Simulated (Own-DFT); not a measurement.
# Hybrid less PBE against volume: monoclinic HfO2, 94 atoms (Hf32O62), with two O vacancies

Calculated, not measured. Each geometry was run twice at fixed positions with Own-DFT, a retired in-house plane-wave program that no person has reviewed: with PBE, and with HSE06 (exact exchange share 0.25 at short range, screening 0.11 per bohr, Gygi-Baldereschi treatment of its divergence). Both used PseudoDojo norm-conserving files made for PBE, a cutoff of 48 hartree, the Gamma point alone, fixed occupations, a neutral cell and no spin. The unstrained cell is 10.1 Å across at its thinnest, so Gamma alone is coarse and defects feel their images. The hafnium file keeps the 4f electrons in the core, and its forces lie about 75 meV/Å off all-electron values. The oxygen file's force components were 24 meV/Å off all-electron values in a glass.

Unstrained cell vectors in Å: (10.234, 0.000, 0.000); (0.000, 10.350, 0.000); (-1.696, 0.000, 10.445), volume V0 = 1106.4 Å³, from measured lattice constants. Each geometry has its own random strain of a few per cent, its own defect sites and random moves of rms u per axis. HSE06 gave the energy alone. D is its energy less that of PBE, over the lowest D shown. The PBE stress wasn't checked against mesh or cutoff.

```
run,V - V0 (Å³),u (Å),P with PBE (GPa),D (eV)
1,-30.1,0.0455,11.27,0.005
2,-11.0,0.0492,7.70,0.644
3,-16.7,0.0495,9.11,0.379
4,16.0,0.0475,2.21,1.060
5,-3.3,0.0300,4.26,0.456
6,19.7,0.0498,1.16,1.220
7,-15.7,0.0505,8.70,0.370
8,-17.0,0.0509,10.78,0.183
9,-15.8,0.0307,8.59,0.043
10,35.6,0.0287,-3.44,1.448
11,19.9,0.0312,0.12,1.019
12,-21.8,0.0299,8.49,0.000
13,-14.4,0.0491,7.91,?
```

## Worked fit

D = 0.40 + 0.0248 (V - V0) + 143 u² eV, with an error of 0.0014 on the volume slope, 37 on the last term and a scatter of 0.09 eV. Pressure is -dE/dV, and 1 eV/Å³ is 160.2 GPa, so HSE06 changes the pressure by -4.0 ± 0.2 GPa. With the ions held to the strained lattice, the PBE pressure falls by 237 ± 11 GPa per unit of volume strain; the shape of the strain isn't fitted, so the true error is larger, and a relaxed crystal would be softer. On that slope HSE06's volume at a given pressure is about 1.7 % smaller, or 0.6 % in lengths. At u = 0 and V0 the PBE pressure is 3.3 GPa, which puts the zero-pressure volume, against the measured cell and with the defects in, at +1.4 % for PBE and -0.3 % for HSE06, each good to a few tenths of a per cent.

## Check

Q: what D should run 13 give?

The fit gives 0.39 eV, with rows scattering by 0.09. The hidden result is 0.471 eV.
